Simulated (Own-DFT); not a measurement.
# Computed records: Si$_{3}$N$_{4}$ (beta silicon nitride, strained, atoms displaced)

Computed with Own-DFT development build. A calculation, not a measurement: plane-wave PBE density functional theory by an unreviewed code, no spin, of a simulated periodic cell, stress positive in tension, free energy of the whole cell less one offset for each atom, forces on such cells passed a denser k mesh, this cell's mesh not checked; offsets are fitted by least squares, one for each functional and potential file, so energies compare only between cells with the same atoms and settings and are not formation energies; the far tail of each file's local potential was reset to the Coulomb form; each entry is a single point on an unrelaxed cell, so the pressure reflects the starting lattice, mostly measured values (interpolated for alloys), from which strain is counted, and rises with the displacements; printed positions are rounded, which can move forces by about a meV/angstrom; the program, named Own-DFT, is a retired in-house code; no spin-orbit coupling.

```cif
# cell vector a (Å): 7.6471 0.0905 -0.0204
# cell vector b (Å): -3.7452 6.6386 0.0186
# cell vector c (Å): -0.0234 0.0111 8.7666
data_Si3N4
_symmetry_space_group_name_H-M 'P 1'
_symmetry_Int_Tables_number 1
_cell_length_a 7.6477
_cell_length_b 7.6222
_cell_length_c 8.7666
_cell_angle_alpha 89.722
_cell_angle_beta 90.305
_cell_angle_gamma 118.752
_cell_volume 448.01
loop_
_atom_site_label
_atom_site_type_symbol
_atom_site_fract_x
_atom_site_fract_y
_atom_site_fract_z
_atom_site_occupancy
Si1 Si 0.17077 0.75463 0.06756 1
Si2 Si 0.23343 0.41387 0.07955 1
Si3 Si 0.59877 0.83489 0.08371 1
Si4 Si 0.83187 0.23374 0.25580 1
Si5 Si 0.77470 0.59666 0.25375 1
Si6 Si 0.39094 0.15330 0.24797 1
N1 N 0.33012 0.03130 0.08398 1
N2 N 0.96624 0.29676 0.08840 1
N3 N 0.71189 0.67155 0.08278 1
N4 N 0.65851 0.95549 0.25370 1
N5 N 0.03582 0.70646 0.24552 1
N6 N 0.30354 0.34616 0.25446 1
N7 N 0.32905 0.66346 0.08528 1
N8 N 0.65839 0.32875 0.25020 1
Si7 Si 0.16731 0.76602 0.42706 1
Si8 Si 0.23389 0.38736 0.42359 1
Si9 Si 0.59209 0.82765 0.42129 1
Si10 Si 0.83823 0.23204 0.58907 1
Si11 Si 0.75775 0.59240 0.58865 1
Si12 Si 0.40885 0.18604 0.59107 1
N9 N 0.33033 0.02303 0.42257 1
N10 N 0.95127 0.28973 0.41574 1
N11 N 0.71242 0.67020 0.41152 1
N12 N 0.67324 0.97192 0.58645 1
N13 N 0.03071 0.70320 0.58088 1
N14 N 0.29878 0.33428 0.59454 1
N15 N 0.33786 0.66866 0.41063 1
N16 N 0.67439 0.33226 0.58627 1
Si13 Si 0.18467 0.77891 0.75774 1
Si14 Si 0.22020 0.39584 0.74975 1
Si15 Si 0.59441 0.82134 0.76010 1
Si16 Si 0.83170 0.21978 0.91623 1
Si17 Si 0.76926 0.59689 0.90987 1
Si18 Si 0.40552 0.16898 0.92614 1
N17 N 0.32849 0.02646 0.74945 1
N18 N 0.96282 0.28920 0.75422 1
N19 N 0.70055 0.66584 0.75180 1
N20 N 0.66371 0.96288 0.92174 1
N21 N 0.03330 0.70772 0.91805 1
N22 N 0.30871 0.33355 0.91733 1
N23 N 0.32854 0.67117 0.75129 1
N24 N 0.66350 0.34687 0.91968 1
_calc_functional 'PBE'
_calc_potential_files 'PseudoDojo norm-conserving, scalar-relativistic, standard set'
_calc_wave_cutoff 42  # hartree
_calc_occupations 'Fermi-Dirac'
_calc_smearing_width 0.1  # eV
_calc_k_mesh '3 x 3 x 3 centred on Gamma'
_calc_free_energy_of_cell_above_offsets '-2.626'  # eV
_calc_pressure 2.44  # GPa
_calc_stress_xx 0.31  # GPa
_calc_stress_yy 2.51  # GPa
_calc_stress_zz -10.16  # GPa
_calc_stress_yz 0.61  # GPa
_calc_stress_xz -0.04  # GPa
_calc_stress_xy 3.55  # GPa
```

Force:
```
element  x (eV/Å)  y (eV/Å)  z (eV/Å)
     Si     -0.41     2.294     6.065
     Si     0.468    -1.405     1.518
     Si     0.698    -3.976      2.61
     Si    -4.134    -2.048    -2.451
     Si     1.079    -1.585    -2.432
     Si     0.991     3.726     2.528
      N    -0.097    -3.104    -0.849
      N     1.307     0.087    -1.557
      N    -2.024     1.336    -0.719
      N      0.46     3.298    -0.684
      N     0.193    -0.308     0.402
      N     1.952     -2.82     -1.56
      N     1.753     1.398    -1.026
      N     0.626    -0.504      0.11
     Si      2.17     0.051    -3.815
     Si    -3.702     3.876    -1.922
     Si     0.374    -1.506      -0.3
     Si     -3.56    -1.655    -1.953
     Si     3.363    -0.443    -2.859
     Si     3.116    -2.397    -1.194
      N    -0.814     1.877     0.364
      N     5.059     1.815     3.159
      N    -2.697     1.165     3.286
      N     0.456    -0.647      1.44
      N    -1.666    -0.951     3.913
      N     0.946    -0.852    -1.372
      N    -0.666    -1.927     1.509
      N    -1.914     0.411     0.555
     Si    -2.355     -1.37    -2.633
     Si     0.083     2.777     3.193
     Si    -1.497    -0.031    -2.832
     Si    -3.638     1.324     2.463
     Si     1.001     -0.32     3.798
     Si     0.885      2.13    -2.384
      N     0.039     2.617     1.467
      N     2.172     0.834     0.058
      N     -1.98     1.481    -0.647
      N     0.272     1.999    -1.411
      N     -1.69    -0.983    -3.344
      N    -1.909     0.177    -0.313
      N     2.703     -2.03     0.298
      N      2.59    -3.812    -0.477
```
